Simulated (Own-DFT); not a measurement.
# Response to strain: wurtzite GaN, 96 atoms (Ga48N48)

All numbers below are calculated, not measured. The program, named Own-DFT, is a retired in-house plane-wave density functional code that no person has reviewed. Each row is one single-point run on a periodic cell that was not relaxed, without spin or spin-orbit coupling.

Settings of every run: PBE; PseudoDojo norm-conserving scalar-relativistic files (stringent for Ga); cutoff 96 hartree; 3 x 4 x 3 k mesh centred on Gamma; Gaussian smearing of 0.01 eV.

Known limits: forces on such cells passed a denser k mesh, each cell not checked; stress not checked against mesh or cutoff.

Unstrained cell vectors in Å: (12.756, 0.000, 0.000); (-4.784, 8.285, 0.000); (0.000, 0.000, 10.370). The unstrained cell has measured lattice constants (interpolated for alloys), not those of this functional. That, the random moves and any unrelaxed bonds set the pressure at no strain. Each run strains this cell uniformly, with the atoms carried along. Every atom was also moved at random, by a Gaussian of width 0.05 Å on each axis. Strain is the symmetric tensor, in per cent. Stress is positive in tension, and the pressure is minus a third of its trace.

```
run  e_xx (%)  e_yy (%)  e_zz (%)  e_yz (%)  e_xz (%)  e_xy (%)  s_xx (GPa)  s_yy (GPa)  s_zz (GPa)  s_yz (GPa)  s_xz (GPa)  s_xy (GPa)  P (GPa)  E (meV/atom)
  1     -0.35     -0.22      1.02      0.00      1.21      1.04       -7.39       -6.84       -3.72        0.33        2.49        2.99     5.98           0.0
  2     -0.74     -1.79     -0.08     -1.25      0.34      1.01      -12.84      -16.95       -8.99       -2.45       -0.03        3.64    12.93          34.5
  3      1.46      1.06      1.70      1.50     -0.80      1.14        0.04       -0.55        1.14        2.92       -2.16        3.38    -0.21           6.3
  4      0.57     -1.68      0.12      0.18      1.23      1.03       -7.19      -12.82       -7.79        0.40        3.14        4.22     9.27          19.1
  5      0.02     -1.62      1.40     -1.40      0.37      0.34       -8.16      -12.81       -1.65       -2.83        0.91        1.31     7.54           7.5
  6     -1.38      1.73      1.96     -0.85      1.53     -1.08       -8.95       -0.05        0.66       -2.00        2.28       -3.08     2.78           7.7
  7      0.34      0.85     -0.32     -0.65      0.78     -0.97       -5.91       -3.14       -6.91       -1.16        1.87       -3.38     5.32           2.3
  8      1.40     -0.03     -1.33      1.05      1.41      0.59       -1.86       -6.12      -13.92        2.23        2.70        1.56     7.30          21.2
  9      1.25     -1.10      1.03     -0.62      1.40      1.66       -1.69      -10.11       -3.20       -0.89        2.60        4.31     5.00          18.5
 10      0.87     -0.08     -0.56     -0.74     -1.04      1.23       -2.99       -6.62      -10.28       -2.42       -2.47        3.67     6.63           0.5
 11      1.55     -0.96     -1.25      1.15      0.07      1.76       -3.82       -9.88      -13.25        2.75        0.39        4.77     8.98          33.7
 12      1.86      0.09     -1.44      1.56      1.28     -1.00       -1.09       -5.15      -12.05        2.98        3.19       -2.45     6.10           8.0
 13      1.81     -0.36     -1.76     -1.77     -1.65     -0.43       -2.49       -7.83      -13.63       -3.86       -4.32       -1.99     7.99          23.4
 14     -1.85      0.20     -0.83      1.37      1.91     -1.16      -14.93       -7.76      -14.82        2.84        3.64       -2.38    12.51          37.5
 15     -1.68     -0.16     -0.05     -0.25     -0.50      1.54      -16.07       -8.75       -9.43       -0.58       -0.89        4.75    11.42          26.1
 16      0.33      1.06      0.71      1.27      1.87     -0.16           ?           ?           ?           ?           ?           ?        ?             ?
```

E is the free energy for each atom above the lowest run shown.

## Worked fit

Each stress component was fitted by least squares to a constant and the strains of the runs shown, as fractions, with shears doubled. Shear strains stay in the fit of a normal stress only where such slopes are resolved. The slopes, in GPa:

| stress | at no strain | per e_xx | per e_yy | per e_zz | scatter |
|---|---|---|---|---|---|
| s_xx | -7.4 | 412 ± 21 | 114 ± 25 | 88 ± 23 | 0.96 |
| s_yy | -6.8 | 93 ± 15 | 432 ± 17 | 44 ± 16 | 0.65 |
| s_zz | -7.9 | 93 ± 22 | 44 ± 26 | 459 ± 23 | 0.97 |

Each shear stress against twice its own strain: yz 103 ± 6, xz 107 ± 9, xy 131 ± 8 GPa. These are stiffnesses along x, y and z of the frame in which the cell vectors are given, which need not be the crystal's axes. The atoms are held to the strained lattice; where symmetry lets them move under strain, relaxing them would lower some slopes. The table should be nearly symmetric about its diagonal, and what it lacks of that shows the noise. A ninth of its sum, 198 ± 5 GPa, estimates the bulk modulus near the mean pressure of these runs, 7.3 GPa, so it lies above the value at zero pressure.

## Withheld run

Question: what normal stresses and pressure should run 16 give?

The fit gives s_xx = -4.2, s_yy = -1.6, s_zz = -3.9 and P = 3.2 GPa. The calculation gave -4.84, -1.49, -3.34 and P = 3.22 GPa.
